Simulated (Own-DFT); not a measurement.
# Response to strain: wurtzite GaN, 96 atoms (Ga48N48)

These are calculations, not measurements. They come from Own-DFT, an in-house plane-wave density functional program, since retired, whose code no person has reviewed. Each row is one single-point run on a periodic cell that was not relaxed, without spin or spin-orbit coupling.

Settings of every run: PBE; PseudoDojo norm-conserving scalar-relativistic files (stringent for Ga); cutoff 96 hartree; 3 x 4 x 3 k mesh centred on Gamma; Gaussian smearing of 0.01 eV.

Known limits: forces on such cells passed a denser k mesh, each cell not checked; stress not checked against mesh or cutoff.

Unstrained cell vectors in Å: (12.756, 0.000, 0.000); (-4.784, 8.285, 0.000); (0.000, 0.000, 10.370). The unstrained cell has measured lattice constants (interpolated for alloys), not those of this functional. That, the random moves and any unrelaxed bonds set the pressure at no strain. Each run strains this cell uniformly, with the atoms carried along. Every atom was also moved at random, by a Gaussian of width 0.05 Å on each axis. Strain is the symmetric tensor, in per cent. Stress is positive in tension, and the pressure is minus a third of its trace.

| run | e_xx (%) | e_yy (%) | e_zz (%) | s_xx (GPa) | s_yy (GPa) | s_zz (GPa) | P (GPa) | E (meV/atom) |
|---|---|---|---|---|---|---|---|---|
| 1 | 0.00 | 0.00 | -1.50 | -11.38 | -8.05 | -11.98 | 10.47 | 38.2 |
| 2 | 0.00 | 0.00 | 2.00 | -6.28 | -4.38 | 0.77 | 3.30 | 11.0 |
| 3 | 0.00 | 0.00 | 0.50 | -7.15 | -6.19 | -4.59 | 5.98 | 12.8 |
| 4 | 0.00 | 0.00 | 1.00 | -9.26 | -5.28 | -1.75 | 5.43 | 19.7 |
| 5 | 0.00 | 0.00 | -2.00 | -8.60 | -10.29 | -15.54 | 11.47 | 38.2 |
| 6 | 0.00 | 0.00 | 1.25 | -6.23 | -5.18 | -2.33 | 4.58 | 14.9 |
| 7 | 0.00 | 0.00 | 2.50 | -5.05 | -4.46 | 3.10 | 2.14 | 0.0 |
| 8 | 0.00 | 0.00 | 3.00 | -4.43 | -5.26 | 4.48 | 1.74 | 13.1 |
| 9 | 0.00 | 0.00 | -1.00 | ? | ? | ? | ? | ? |

E is the free energy for each atom above the lowest run shown.

## Worked fit

The change of volume is close to e_xx + e_yy + e_zz. A straight line through the runs shown gives P = 7.33 - 201 x (fractional change of volume) GPa, with an error of 6 on the slope and a scatter of 0.27 GPa. The strain isn't the same on all axes and the cell isn't cubic, so the slope belongs to this path and is not the bulk modulus.

## Withheld run

Question: what pressure should run 9 give? Its volume changes by -1.00 %.

The line gives 9.3 GPa. The calculation gave 9.01 GPa.
